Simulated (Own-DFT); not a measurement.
# One host, several defects: C11b WSi2

The numbers are computed, not measured, by runs of the plane-wave DFT program Own-DFT (in-house, retired, unreviewed) at fixed positions, with no spin and no spin-orbit coupling.

Common settings: PBEsol; PseudoDojo norm-conserving scalar-relativistic files, made for PBE; cutoff 50 hartree; 5 x 5 x 5 k mesh centred on Gamma; cold (Marzari-Vanderbilt) smearing of 0.2 eV.

Limits: forces on such cells failed a check on a denser k mesh; stress not checked against mesh or cutoff.

All runs share one cell, with vectors in Å (-2.148, -5.953, 3.409); (-6.444, 2.976, 1.136); (-2.553, -2.948, -6.757) and a volume of 403.2 Å³. Atoms were moved at random from their sites; u is the rms move along one axis. The defect's site can differ from row to row.

| cell | formula | u (Å) | P (GPa) |
|---|---|---|---|
| no defect | Si20W10 | 0.0175 | 0.02 |
| no defect | Si20W10 | 0.0505 | 2.16 |
| no defect | Si20W10 | 0.0536 | 2.79 |
| one Si on a W site | Si21W9 | 0.0275 | 2.22 |
| one Si on a W site | Si21W9 | 0.0302 | 2.22 |
| one Si on a W site | Si21W9 | 0.0461 | 3.24 |
| one Si on a W site | Si21W9 | 0.0469 | ? |
| one W on a Si site | Si19W11 | 0.0306 | 5.71 |
| one W on a Si site | Si19W11 | 0.0308 | 5.66 |
| one W on a Si site | Si19W11 | 0.0532 | 6.81 |
| one Si vacancy | Si19W10 | 0.0292 | -0.41 |
| one Si vacancy | Si19W10 | 0.0444 | 0.09 |
| one Si vacancy | Si19W10 | 0.0481 | 0.32 |
| one W vacancy | Si20W9 | 0.0332 | -0.51 |
| one W vacancy | Si20W9 | 0.0494 | 0.88 |
| one W vacancy | Si20W9 | 0.0504 | 0.94 |

## Analysis

P = P0 + c u² + a shift for each defect gives P0 = 0.06 GPa, c = 834 ± 77 GPa/Å² and a scatter of 0.24 GPa. The shifts, and each times the cell's volume:

- one W on a Si site: 4.68 ± 0.20 GPa, 11.8 eV
- one Si on a W site: 1.44 ± 0.20 GPa, 3.6 eV
- one W vacancy: -1.32 ± 0.20 GPa, -3.3 eV
- one Si vacancy: -1.49 ± 0.20 GPa, -3.8 eV

A positive shift means that the defect pushes the cell outwards. Shift times volume (160.2 GPa Å³ is 1 eV) depends little on the cell's size, so, taken for each site, it can be compared between cells at like pressure. The atoms around the defects weren't relaxed, which would change these numbers.

## The run left out

Question: what pressure belongs in the blank (one Si on a W site, u = 0.0469 Å)?

The fitted form gives 3.34 ± 0.29 GPa. The run itself gave 3.62 GPa.
